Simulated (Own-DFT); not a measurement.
Simulation results for In3GaP4 (zincblende random alloy, strained, atoms displaced)

Computed with Own-DFT development build. A calculation, not a measurement: plane-wave PBE density functional theory by an unreviewed code, no spin, of a simulated periodic cell, stress positive in tension, free energy of the whole cell less one offset for each atom, forces on such cells passed a denser k mesh, this cell's mesh not checked; offsets are fitted by least squares, one for each functional and potential file, so energies compare only between cells with the same atoms and settings and are not formation energies; the far tail of each file's local potential was reset to the Coulomb form; each entry is a single point on an unrelaxed cell, so the pressure reflects the starting lattice, mostly measured values, from which strain is counted, and rises with the displacements; printed positions are rounded, which can move forces by about a meV/angstrom; the program is a retired in-house code; no spin-orbit coupling.

### In3GaP4 (zincblende random alloy, strained, atoms displaced)

```
CELL_PARAMETERS angstrom
11.30660 0.00000 0.00000
0.00000 11.30660 0.00000
0.00000 0.00000 11.77220
ATOMIC_POSITIONS crystal
Ga 0.99744 0.00550 0.99845
In 0.00114 0.24621 0.25172
In 0.24938 0.99731 0.25442
Ga 0.25124 0.23729 0.99527
P 0.12150 0.12885 0.12264
P 0.12558 0.37605 0.36963
P 0.37707 0.12443 0.37345
P 0.37376 0.37345 0.11943
In 0.99515 0.00371 0.49405
In 0.99664 0.24869 0.74458
In 0.24962 0.99767 0.75090
In 0.25566 0.24546 0.49515
P 0.12357 0.11987 0.62588
P 0.11974 0.37350 0.87477
P 0.38564 0.12668 0.87734
P 0.38032 0.37472 0.62648
Ga 0.99736 0.50783 0.99806
In 0.99914 0.74763 0.25265
In 0.24519 0.50319 0.24896
In 0.25698 0.74700 0.00244
P 0.13003 0.62361 0.12906
P 0.11974 0.87791 0.38074
P 0.37762 0.62551 0.36995
P 0.36946 0.87632 0.11719
In 0.00129 0.50163 0.50568
Ga 0.00013 0.74284 0.75021
In 0.24682 0.50428 0.75175
In 0.24770 0.74648 0.51035
P 0.12458 0.62261 0.61676
P 0.12998 0.86860 0.87476
P 0.37786 0.62594 0.87366
P 0.38036 0.88096 0.62756
In 0.50512 0.99251 0.01006
In 0.49818 0.24978 0.25792
In 0.74505 0.00624 0.25483
Ga 0.75119 0.24599 0.00200
P 0.62693 0.12568 0.12759
P 0.62878 0.37789 0.38012
P 0.87825 0.12332 0.37761
P 0.87443 0.37995 0.12466
Ga 0.50271 0.99154 0.50025
In 0.49913 0.24774 0.75242
In 0.75473 0.00013 0.74587
In 0.74869 0.24431 0.50586
P 0.62701 0.11997 0.62225
P 0.61754 0.37611 0.87142
P 0.87670 0.11951 0.87886
P 0.86936 0.38055 0.62851
In 0.49717 0.49678 0.00669
In 0.49444 0.75211 0.25083
Ga 0.75851 0.50343 0.25401
In 0.75582 0.74918 0.99738
P 0.62920 0.62356 0.12709
P 0.61341 0.86740 0.36953
P 0.87670 0.62525 0.37431
P 0.87727 0.88028 0.12129
Ga 0.49898 0.50563 0.49321
In 0.50854 0.74802 0.75323
In 0.75287 0.49440 0.75180
In 0.75157 0.74658 0.49978
P 0.62249 0.61645 0.62742
P 0.62837 0.86575 0.87860
P 0.87777 0.62121 0.87172
P 0.87168 0.87393 0.62404
```

- functional: PBE
- potential files: PseudoDojo norm-conserving, scalar-relativistic, standard set
- wave cutoff: 42 hartree
- occupations: Fermi-Dirac
- smearing width: 0.1 eV
- k mesh: 3 x 3 x 3 centred on Gamma
- free energy of cell above offsets: -29.420 eV
- pressure: 5.6 GPa
- stress xx: -6.25 GPa
- stress yy: -6.3 GPa
- stress zz: -4.25 GPa
- stress yz: 0.05 GPa
- stress xz: 0.15 GPa
- stress xy: -0.76 GPa

Force:
```tsv
element	x (eV/Å)	y (eV/Å)	z (eV/Å)
Ga	0.585	-0.685	0.197
In	-0.452	0.797	-0.423
In	-0.386	0.153	-0.589
Ga	-0.092	0.972	0.101
P	0.678	-0.901	-1.29
P	-0.183	-0.267	1.118
P	0.741	-1.655	0.964
P	-1.331	-1.407	0.541
In	0.473	-0.721	1.602
In	0.077	0.027	0.492
In	0.298	0.475	0.507
In	-0.636	0.725	0.887
P	0.177	0.444	-0.483
P	0.316	0.03	1.335
P	-1.521	-0.816	0.97
P	-0.138	0.925	-1.169
Ga	0.502	-0.718	0.325
In	0.23	0.721	-0.721
In	1.193	-0.998	0.101
In	-0.912	-0.61	-0.662
P	-1.654	0.29	-1.644
P	0.833	-0.913	-0.335
P	-0.404	-0.67	1.561
P	0.187	0.105	1.735
In	-0.63	-1.066	-1.245
Ga	0.196	0.533	-0.19
In	0.198	-0.669	-0.033
In	1.243	1.224	-1.349
P	-0.727	0.617	2.537
P	-1.871	0.138	0.085
P	0.058	-0.301	0.15
P	0.602	-0.332	-0.713
In	0.476	0.593	-1.11
In	0.521	0.936	-0.993
In	0.378	-1.021	-0.057
Ga	-0.188	0.523	-0.219
P	0.242	1.163	-0.672
P	0.03	1.11	-0.362
P	-1.111	0.968	-0.605
P	-0.411	0.219	-0.513
Ga	-0.104	0.405	-0.236
In	0.465	0.085	-0.989
In	-0.614	-0.343	0.998
In	0.367	0.805	-0.582
P	-1.455	-0.795	-0.097
P	1.495	-0.686	1.41
P	-0.261	0.728	0.711
P	0.858	-1.113	-1.073
In	0.629	0.585	-0.617
In	-0.201	-0.556	-1.795
Ga	-0.686	-0.339	-0.312
In	0.263	-0.405	0.728
P	0.514	-0.319	0.746
P	1.178	1.665	1.811
P	-0.575	-0.926	-0.214
P	0.486	0.48	0.095
Ga	0.14	-0.536	0.514
In	-0.632	0.025	-0.636
In	-1.031	0.532	0.685
In	-0.955	-0.056	0.066
P	-0.207	-0.095	-1.211
P	0.113	1.497	-0.329
P	1.184	0.36	0.1
P	1.442	-0.933	0.396
```
